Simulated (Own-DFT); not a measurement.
# Response to strain: hcp Ru, 36 atoms (Ru36)

All numbers below are calculated, not measured. They come from Own-DFT, an in-house plane-wave density functional program, since retired, whose code no person has reviewed. Each row is one single-point run on a periodic cell that was not relaxed, without spin or spin-orbit coupling.

Settings of every run: PBE; PseudoDojo norm-conserving scalar-relativistic files; cutoff 50 hartree; 5 x 5 x 4 k mesh centred on Gamma; cold (Marzari-Vanderbilt) smearing of 0.2 eV.

Known limits: forces on such cells failed a check on a denser k mesh; stress not checked against mesh or cutoff.

Unstrained cell vectors in Å: (8.118, 0.000, 0.000); (-4.059, 7.030, 0.000); (0.000, 0.000, 8.563). The unstrained cell has measured lattice constants (interpolated for alloys), not those of this functional. That, the random moves and any unrelaxed bonds set the pressure at no strain. Each run strains this cell uniformly, with the atoms carried along. Every atom was also moved at random, by a Gaussian of width 0.05 Å on each axis. Strain is the symmetric tensor, in per cent. Stress is positive in tension, and the pressure is minus a third of its trace.

| run | e_xx (%) | e_yy (%) | e_zz (%) | e_yz (%) | e_xz (%) | e_xy (%) | s_xx (GPa) | s_yy (GPa) | s_zz (GPa) | s_yz (GPa) | s_xz (GPa) | s_xy (GPa) | P (GPa) | E (meV/atom) |
|---|---|---|---|---|---|---|---|---|---|---|---|---|---|---|
| 1 | -0.27 | -0.08 | -1.29 | 0.33 | -0.55 | 1.26 | -13.03 | -11.05 | -17.17 | 1.81 | -2.37 | 5.15 | 13.75 | 29.8 |
| 2 | -1.99 | -1.73 | 0.24 | 1.26 | 0.87 | -1.00 | -25.07 | -23.37 | -14.85 | 5.19 | 3.24 | -4.76 | 21.10 | 65.6 |
| 3 | 0.27 | -1.15 | -1.64 | -1.94 | -1.96 | -0.95 | -12.76 | -19.33 | -22.52 | -8.62 | -8.82 | -5.18 | 18.21 | 68.4 |
| 4 | -1.94 | -1.72 | 0.50 | 0.05 | -0.95 | -1.06 | -24.10 | -24.05 | -13.18 | -0.23 | -3.16 | -4.88 | 20.44 | 74.5 |
| 5 | 1.98 | 1.61 | 1.01 | 1.56 | -0.89 | 1.40 | 7.37 | 5.65 | 3.97 | 5.18 | -2.85 | 4.73 | -5.66 | 25.8 |
| 6 | 1.89 | 0.89 | -0.05 | -1.32 | -0.86 | -0.63 | 4.49 | 0.53 | -2.94 | -4.57 | -3.11 | -1.20 | -0.69 | 9.1 |
| 7 | -1.21 | 1.21 | 0.59 | -0.12 | 1.43 | 0.07 | -11.92 | -0.61 | -3.59 | -0.53 | 5.09 | 0.00 | 5.37 | 1.7 |
| 8 | 1.01 | 0.06 | -1.37 | 0.50 | 1.84 | 0.58 | -4.25 | -8.95 | -16.10 | 1.66 | 7.35 | 1.69 | 9.77 | 32.4 |
| 9 | 0.25 | -0.44 | -1.93 | 0.73 | 0.33 | -0.94 | -12.14 | -13.32 | -21.42 | 3.19 | 1.96 | -3.89 | 15.63 | 34.3 |
| 10 | -0.79 | 0.80 | 0.43 | 1.67 | 0.06 | 1.96 | -10.15 | -2.96 | -3.74 | 5.83 | 0.25 | 7.69 | 5.62 | 0.0 |
| 11 | -1.05 | -1.85 | 1.06 | -1.89 | -0.10 | 1.53 | -16.31 | -20.64 | -6.57 | -7.30 | -0.09 | 7.05 | 14.51 | 44.1 |
| 12 | -0.98 | -1.93 | -0.64 | -1.56 | -1.02 | -1.54 | -19.12 | -25.07 | -18.82 | -6.87 | -4.38 | -6.99 | 21.01 | 59.4 |
| 13 | -0.90 | 0.38 | 1.01 | 1.17 | 0.25 | 1.80 | -9.59 | -6.39 | -1.39 | 4.52 | 0.64 | 7.17 | 5.79 | 9.9 |
| 14 | -1.67 | 1.58 | -0.86 | -0.24 | 1.74 | 0.56 | -18.08 | -3.34 | -14.81 | -0.93 | 7.31 | 2.57 | 12.08 | 38.4 |
| 15 | 1.24 | -1.72 | 1.56 | 1.93 | 1.29 | 1.30 | -0.62 | -13.08 | 0.63 | 7.25 | 4.93 | 4.35 | 4.35 | 25.4 |
| 16 | -0.31 | -1.31 | -0.73 | -1.87 | 1.33 | -1.62 | ? | ? | ? | ? | ? | ? | ? | ? |

E is the free energy for each atom above the lowest run shown.

## Worked fit

Each stress component was fitted by least squares to a constant and the strains of the runs shown, as fractions, with shears doubled. Shear strains stay in the fit of a normal stress only where such slopes are resolved. The slopes, in GPa:

```
stress  at no strain  per e_xx  per e_yy  per e_zz  scatter
  s_xx          -8.6  615 ± 21  200 ± 21  210 ± 24     1.00
  s_yy          -8.6  188 ± 24  655 ± 24  179 ± 28     1.15
  s_zz          -8.4  174 ± 20  224 ± 20  685 ± 23     0.96
```

Each shear stress against twice its own strain: yz 193 ± 8, xz 198 ± 9, xy 208 ± 11 GPa. These are stiffnesses along x, y and z of the frame in which the cell vectors are given, which need not be the crystal's axes. The atoms are held to the strained lattice; where symmetry lets them move under strain, relaxing them would lower some slopes. The table should be nearly symmetric about its diagonal, and what it lacks of that shows the noise. A ninth of its sum, 348 ± 10 GPa, estimates the bulk modulus near the mean pressure of these runs, 10.8 GPa, so it lies above the value at zero pressure.

## Withheld run

Question: what normal stresses and pressure should run 16 give?

The fit gives s_xx = -14.6, s_yy = -19.1, s_zz = -16.9 and P = 16.9 GPa. The calculation gave -13.27, -19.22, -17.05 and P = 16.51 GPa.
